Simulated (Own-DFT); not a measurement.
# Computed records: Si12O23 (quartz with two neutral oxygen vacancies, strained, atoms displaced)

A calculation, not a measurement: plane-wave PBE and HSE06 DFT by an unreviewed code, no spin, of a simulated cell at Gamma alone, so results move with cell size and shape, stress positive in tension, energies less offsets, not probed for a lower state with spin; oxygen file: force components 24 meV/angstrom off all-electron in a glass; k mesh not checked against a denser one; forces and stress are PBE's, HSE06 gives the energy alone, and its difference from PBE has offsets of its own; offsets are fitted by least squares, one for each functional and potential file, so energies compare only between cells with the same atoms and settings and are not formation energies; the far tail of each file's local potential was reset to the Coulomb form; each entry is a single point on an unrelaxed cell, so the pressure reflects the starting lattice, mostly measured values (interpolated for alloys), from which strain is counted, and rises with the displacements; printed positions are rounded, which can move forces by about a meV/angstrom; the program, named Own-DFT, is a retired in-house code; no spin-orbit coupling. Program: Own-DFT development build.

Settings shared by all entries: first functional PBE; second functional HSE06; exact exchange share 0.25; screening 0.11 1/bohr; exchange divergence Gygi-Baldereschi; potential files PseudoDojo norm-conserving, scalar-relativistic, made for PBE, standard set; wave cutoff 48 hartree; occupations fixed; k mesh 1 x 1 x 1 centred on Gamma.

(1) Si12O23 (quartz with two neutral oxygen vacancies, strained, atoms displaced)

```
Si12O23
1.0
      9.6373    -0.0739     0.1803
     -4.8827     8.5148    -0.1709
      0.1983    -0.1026    10.9624
Si O Si O Si O Si O Si O Si O Si O Si O
3 5 3 6 3 6 3 6 3 5 3 6 3 6 3 6
Direct
  0.23197 0.99816 0.00267
  0.99688 0.22812 0.33634
  0.26147 0.26646 0.15949
  0.21020 0.13593 0.05852
  0.42846 0.29476 0.23001
  0.36831 0.07619 0.39225
  0.13157 0.21002 0.26874
  0.30029 0.42971 0.10897
  0.23163 0.99917 0.49854
  0.99931 0.23543 0.82948
  0.26217 0.26306 0.66606
  0.20614 0.12934 0.55468
  0.42475 0.29311 0.72497
  0.37018 0.07193 0.89363
  0.07469 0.36643 0.93909
  0.13382 0.20827 0.77833
  0.29121 0.43218 0.60806
  0.23560 0.50026 0.99929
  0.00451 0.73066 0.33200
  0.26874 0.76817 0.16546
  0.21473 0.63528 0.05830
  0.43105 0.79540 0.22509
  0.36169 0.57119 0.38943
  0.06759 0.86313 0.44040
  0.13962 0.71142 0.27464
  0.28968 0.92497 0.10924
  0.22599 0.50078 0.49974
  0.99864 0.73343 0.83232
  0.27183 0.76982 0.66916
  0.21201 0.63442 0.55871
  0.42654 0.79219 0.72865
  0.36783 0.57298 0.89075
  0.07721 0.86963 0.94265
  0.13925 0.71369 0.77502
  0.29614 0.92908 0.60768
  0.73768 0.99705 0.00127
  0.50541 0.23659 0.33557
  0.77080 0.26511 0.16606
  0.70788 0.13019 0.06228
  0.92952 0.29708 0.22881
  0.57205 0.36849 0.43906
  0.63500 0.20856 0.27425
  0.79090 0.42816 0.10892
  0.73848 0.00982 0.50134
  0.49860 0.23651 0.83349
  0.75835 0.26375 0.67348
  0.70769 0.13882 0.56515
  0.92872 0.29743 0.72264
  0.85997 0.06730 0.88998
  0.57199 0.36700 0.94075
  0.63632 0.20307 0.77326
  0.79526 0.42986 0.60693
  0.73862 0.50333 0.00001
  0.50153 0.73541 0.32736
  0.76768 0.77192 0.16645
  0.70369 0.63282 0.05744
  0.92682 0.78978 0.22658
  0.86932 0.57778 0.39431
  0.57242 0.86704 0.44149
  0.63114 0.71141 0.27459
  0.79269 0.92777 0.10337
  0.73617 0.50044 0.49827
  0.49990 0.74257 0.82873
  0.76860 0.76820 0.66516
  0.70287 0.63631 0.56209
  0.92350 0.78740 0.72648
  0.86504 0.57145 0.89157
  0.57173 0.86716 0.93827
  0.63250 0.70405 0.77037
  0.79810 0.92529 0.60774
```

```
PBE energy of cell above offsets : -19.843 eV
HSE06 less PBE above offsets     : -0.134 eV
PBE pressure                     : 8.83 GPa
PBE stress xx                    : -13.18 GPa
PBE stress yy                    : -7.09 GPa
PBE stress zz                    : -6.2 GPa
PBE stress yz                    : -2.96 GPa
PBE stress xz                    : 7.26 GPa
PBE stress xy                    : 0.23 GPa
```

Force:
| element | x (eV/Å) | y (eV/Å) | z (eV/Å) |
| --- | --- | --- | --- |
| Si | 3.133 | 0.723 | 0.231 |
| Si | -2.85 | 1.441 | 3.584 |
| Si | 3.4 | 1.162 | 3.348 |
| O | -0.986 | -0.565 | -1.012 |
| O | -0.851 | -0.385 | -0.614 |
| O | -0.047 | -1.42 | 0.387 |
| O | 1.211 | -1.377 | -0.367 |
| O | -1.517 | 1.84 | -1.991 |
| Si | 3.08 | -2.585 | -0.418 |
| Si | -3.486 | 0.064 | 1.182 |
| Si | -0.548 | 1.612 | -1.869 |
| O | -2.614 | 3.304 | 2.567 |
| O | 1.512 | -0.236 | 0.843 |
| O | -0.289 | -0.504 | 0.249 |
| O | -1.058 | -0.781 | 0.079 |
| O | 2.63 | -0.933 | -1.458 |
| O | 0.441 | -1.623 | 0.476 |
| Si | 2.58 | -1.17 | 0.157 |
| Si | -3.939 | 2.153 | 0.441 |
| Si | 1.049 | -0.049 | -0.471 |
| O | -1.727 | 1.41 | 1.04 |
| O | -0.132 | 0.55 | -0.565 |
| O | 0.458 | 0.617 | -0.651 |
| O | -0.056 | 0.088 | 0.093 |
| O | 2.493 | -1.078 | -0.783 |
| O | -0.424 | 0.976 | -0.657 |
| Si | 2.436 | -5.622 | -2.955 |
| Si | -1.216 | 1.386 | 0.456 |
| Si | -1.591 | 0.064 | -2.742 |
| O | -3.007 | 4.195 | 2.686 |
| O | 0.133 | 1.411 | -1.29 |
| O | 0.278 | 0.516 | -0.599 |
| O | -2.251 | -2.786 | -1.701 |
| O | 0.539 | -0.827 | 0.285 |
| O | -0.418 | 0.235 | -0.667 |
| Si | -1.935 | -0.12 | -1.26 |
| Si | -3.791 | 0.467 | -1.479 |
| Si | -1.862 | 1.114 | -0.24 |
| O | -0.471 | 0.321 | -0.039 |
| O | 1.475 | 0.039 | 0.631 |
| O | -0.1 | 0.733 | 1.141 |
| O | 2.784 | -0.621 | -1.059 |
| O | 0.468 | -0.276 | -0.274 |
| Si | 2.579 | -1.654 | -1.371 |
| Si | -0.604 | -0.043 | -0.328 |
| Si | 3.625 | 4.444 | -4.81 |
| O | -0.775 | -0.732 | -0.829 |
| O | 1.237 | -0.209 | 1.175 |
| O | 1.38 | 1.537 | -1.508 |
| O | -0.084 | 0.124 | 0.022 |
| O | -4.286 | -1.745 | 4.671 |
| O | -0.229 | -0.529 | 0.121 |
| Si | -0.451 | -2.149 | 1.391 |
| Si | -5.755 | 0.173 | 4.392 |
| Si | 0.889 | -2 | -0.419 |
| O | -0.831 | 1.94 | 1.358 |
| O | 0.374 | 0.152 | 0.166 |
| O | 0.442 | -1.374 | -0.478 |
| O | 0.069 | 0.552 | -0.066 |
| O | 6.067 | -0.643 | -2.854 |
| O | 1.303 | -0.387 | 1.51 |
| Si | -0.834 | 0.213 | 2.531 |
| Si | 2.087 | -2.865 | 2.177 |
| Si | -0.604 | -0.664 | 0.343 |
| O | 0.858 | -1.985 | -1.907 |
| O | 1.939 | 0.478 | 0.985 |
| O | 1.14 | 0.184 | -0.942 |
| O | -0.288 | 0.606 | 0.99 |
| O | -0.619 | 0.131 | 0.734 |
| O | -1.564 | 2.981 | -1.768 |

(2) Si12O23 (quartz with two neutral oxygen vacancies, strained, atoms displaced)

```
Si12O23
1.0
      9.6306     0.1725    -0.1528
     -4.6659     8.5359    -0.0723
     -0.1681    -0.1888    11.0049
Si O Si O Si O Si O Si O Si O Si O Si O
3 4 3 6 3 6 3 6 3 6 3 6 3 6 3 6
Direct
  0.23878 0.99683 0.00118
  0.99801 0.23133 0.33105
  0.26483 0.26929 0.17029
  0.20342 0.13231 0.05834
  0.36808 0.07357 0.39173
  0.07709 0.36886 0.43980
  0.29020 0.42752 0.10385
  0.22712 0.99408 0.49900
  0.00023 0.23360 0.83626
  0.26236 0.26748 0.66653
  0.20249 0.13536 0.55912
  0.42423 0.29596 0.72549
  0.36710 0.06980 0.88956
  0.07142 0.36828 0.93713
  0.13551 0.20376 0.77801
  0.29255 0.42994 0.60915
  0.23311 0.50274 0.00272
  0.00754 0.73509 0.32990
  0.25921 0.76362 0.16533
  0.21182 0.63750 0.06135
  0.43024 0.79755 0.22556
  0.36100 0.56776 0.39681
  0.07229 0.86868 0.44126
  0.14187 0.70929 0.27348
  0.29514 0.93040 0.10367
  0.23409 0.49747 0.49893
  0.99753 0.73448 0.83167
  0.26709 0.76182 0.67141
  0.20701 0.63401 0.56081
  0.42904 0.79765 0.72508
  0.37144 0.57273 0.89053
  0.07791 0.86755 0.94330
  0.13395 0.70834 0.77082
  0.29790 0.93159 0.60725
  0.72865 0.00149 0.00427
  0.50281 0.23702 0.32831
  0.76871 0.26713 0.16771
  0.70238 0.13002 0.05759
  0.92563 0.29272 0.22983
  0.86430 0.06951 0.38817
  0.57656 0.36775 0.43883
  0.62824 0.20230 0.27675
  0.79247 0.42322 0.10619
  0.73771 0.00191 0.50257
  0.50177 0.24108 0.83638
  0.76427 0.26536 0.66526
  0.70384 0.12949 0.55899
  0.93061 0.30030 0.72998
  0.86528 0.07054 0.89221
  0.57248 0.36664 0.94146
  0.63402 0.20873 0.77200
  0.80227 0.43178 0.60917
  0.73046 0.49514 0.99939
  0.50220 0.73490 0.33741
  0.76781 0.76184 0.16406
  0.70159 0.63461 0.06156
  0.92627 0.79710 0.22907
  0.86933 0.57368 0.39307
  0.57399 0.86801 0.44456
  0.63547 0.70602 0.27507
  0.79275 0.92609 0.10055
  0.73818 0.50307 0.49962
  0.50117 0.73447 0.82962
  0.76483 0.77064 0.66525
  0.70550 0.63739 0.56506
  0.93173 0.79810 0.72318
  0.87202 0.57257 0.89136
  0.57547 0.86686 0.94382
  0.62965 0.70318 0.77684
  0.79603 0.92623 0.60719
```

```
PBE energy of cell above offsets : -19.432 eV
HSE06 less PBE above offsets     : 0.522 eV
PBE pressure                     : 4.45 GPa
PBE stress xx                    : -8.37 GPa
PBE stress yy                    : -2.8 GPa
PBE stress zz                    : -2.2 GPa
PBE stress yz                    : -5.82 GPa
PBE stress xz                    : -6.3 GPa
PBE stress xy                    : 4.26 GPa
```

Force:
| element | x (eV/Å) | y (eV/Å) | z (eV/Å) |
| --- | --- | --- | --- |
| Si | -1.516 | 3.512 | -3.902 |
| Si | 4.11 | -0.826 | 1.468 |
| Si | 0.284 | -1.683 | 1.927 |
| O | -0.103 | 1.01 | 0.706 |
| O | -0.732 | 0.086 | 0.506 |
| O | -1.687 | -2.123 | -1.23 |
| O | 1.511 | -0.44 | 1.541 |
| Si | 3.489 | 4.228 | 0.631 |
| Si | -0.464 | -2.103 | -0.204 |
| Si | -1.669 | -0.966 | 0.459 |
| O | -0.317 | -0.281 | -0.474 |
| O | 1.956 | 0.345 | 1.31 |
| O | 0.01 | 1.155 | 0.612 |
| O | 0.175 | 1.769 | 1.77 |
| O | 0.808 | 0.348 | -1.12 |
| O | 0.491 | -0.372 | 0.731 |
| Si | 1.7 | -0.606 | -4.809 |
| Si | -2.677 | -0.761 | 2.867 |
| Si | 2.261 | 3.161 | 0.541 |
| O | -1.814 | 0.179 | -0.7 |
| O | -0.22 | -0.519 | 0.593 |
| O | 1.571 | 2.274 | -1.753 |
| O | -1.753 | -2.926 | -2.188 |
| O | 0.001 | -0.65 | 0.097 |
| O | 2.714 | -2.706 | 3.895 |
| Si | 0.391 | 1.566 | 0.713 |
| Si | 0.739 | 0.216 | 1.44 |
| Si | -3.967 | 1.379 | -2.785 |
| O | -0.507 | 0.18 | -0.125 |
| O | 2.516 | 0.699 | 1.03 |
| O | -1.382 | -0.12 | 1.241 |
| O | -1.144 | -1.888 | -1.35 |
| O | 0.504 | -0.288 | 0.297 |
| O | 0.371 | -1.602 | 0.766 |
| Si | 4.151 | -1.615 | -4.569 |
| Si | -6.248 | -0.987 | 1.665 |
| Si | -3.128 | -2.552 | -0.233 |
| O | -3.057 | 4.764 | 3.086 |
| O | -0.313 | 1.259 | -1.036 |
| O | -0.543 | -0.026 | 1.081 |
| O | -0.169 | 0.463 | 0.055 |
| O | 5.153 | 0.24 | -3.576 |
| O | -0.047 | 0.686 | 0.12 |
| Si | 1.383 | -0.77 | -2.807 |
| Si | -0.838 | -4.007 | -2.256 |
| Si | -0.304 | 0.191 | 1.038 |
| O | -1.375 | 2.201 | 1.115 |
| O | -0.28 | -0.416 | -0.567 |
| O | -0.685 | 0.481 | 0.756 |
| O | -0.9 | 0.464 | 0.944 |
| O | 0.422 | 0.354 | -0.37 |
| O | -0.548 | 0.04 | -0.637 |
| Si | 1.827 | 3.42 | -0.973 |
| Si | -1.283 | -1.213 | -0.057 |
| Si | -4.27 | 2.573 | 1.383 |
| O | 0.816 | -2.786 | -2.304 |
| O | 2.542 | 0.184 | 0.668 |
| O | 0.337 | 1.01 | -0.371 |
| O | -0.167 | -0.491 | -0.218 |
| O | 1.268 | 0.146 | -0.955 |
| O | 1.895 | -1.701 | 2.682 |
| Si | 0.454 | 0.539 | 0.001 |
| Si | -2.113 | -0.085 | 3.907 |
| Si | -0.24 | -1.621 | 3.233 |
| O | 0.256 | -1.858 | -1.977 |
| O | -0.552 | 0.076 | 0.142 |
| O | -1.545 | -0.724 | 1.529 |
| O | -1.59 | -1.864 | -1.827 |
| O | 4.325 | 0.521 | -2.931 |
| O | -0.283 | 1.855 | -0.243 |
